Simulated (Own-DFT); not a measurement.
# One host, several defects: 4H SiC

The numbers are computed, not measured, by runs of the plane-wave DFT program Own-DFT (in-house, retired, unreviewed) at fixed positions, with no spin and no spin-orbit coupling.

Method: PBE; PseudoDojo norm-conserving scalar-relativistic files; cutoff 42 hartree; 4 x 4 x 3 k mesh centred on Gamma; Fermi-Dirac smearing of 0.1 eV.

Known weak points (not all hold for every row): not probed for a lower state with spin; forces on such cells failed a check on a denser k mesh; forces on such cells passed a denser k mesh, each cell not checked; stress not checked against mesh or cutoff.

All runs share one cell, with vectors in Å (9.248, 0.000, 0.000); (-4.624, 8.009, 0.000); (0.000, 0.000, 10.068) and a volume of 745.7 Å³. The atoms are randomly displaced, by u rms on each axis. The defect's site can differ from row to row.

```
                    cell     formula   u (Å)  P (GPa)
               no defect     C36Si36  0.0287     3.69
               no defect     C36Si36  0.0296     3.76
               no defect     C36Si36  0.0593     6.15
two Al on a Si site each  Al2C36Si34  0.0283     5.64
two Al on a Si site each  Al2C36Si34  0.0294     5.72
two Al on a Si site each  Al2C36Si34  0.0550     7.58
  two N on a C site each   C34N2Si36  0.0292     2.55
  two N on a C site each   C34N2Si36  0.0489     3.99
  two N on a C site each   C34N2Si36  0.0530     4.54
           one C vacancy     C35Si36  0.0315     3.86
           one C vacancy     C35Si36  0.0496     4.68
           one C vacancy     C35Si36  0.0510     5.40
      one C on a Si site     C37Si35  0.0482     3.31
      one C on a Si site     C37Si35  0.0488     2.74
      one C on a Si site     C37Si35  0.0495        ?
      one C on a Si site     C37Si35  0.0550     3.53
```

## Worked fit

P = P0 + c u² + a shift for each defect gives P0 = 2.98 GPa, c = 893 ± 64 GPa/Å² and a scatter of 0.22 GPa. The shifts, and each times the cell's volume:

- two Al on a Si site each: 1.93 ± 0.18 GPa, 9.0 eV (4.5 eV for each of its 2 sites)
- one C vacancy: -0.14 ± 0.18 GPa, -0.6 eV (not resolved)
- two N on a C site each: -1.10 ± 0.18 GPa, -5.1 eV (-2.5 eV for each of its 2 sites)
- one C on a Si site: -2.09 ± 0.19 GPa, -9.7 eV

A positive shift means that the defect pushes the cell outwards. Shift times volume (160.2 GPa Å³ is 1 eV) depends little on the cell's size, so, taken for each site, it can be compared between cells at like pressure. The atoms around the defects weren't relaxed, which would change these numbers.

## Test on the hidden row

Asked: what pressure belongs in the blank (one C on a Si site, u = 0.0495 Å)?

From the fit: 3.08 ± 0.26 GPa. DFT gave 3.29 GPa.
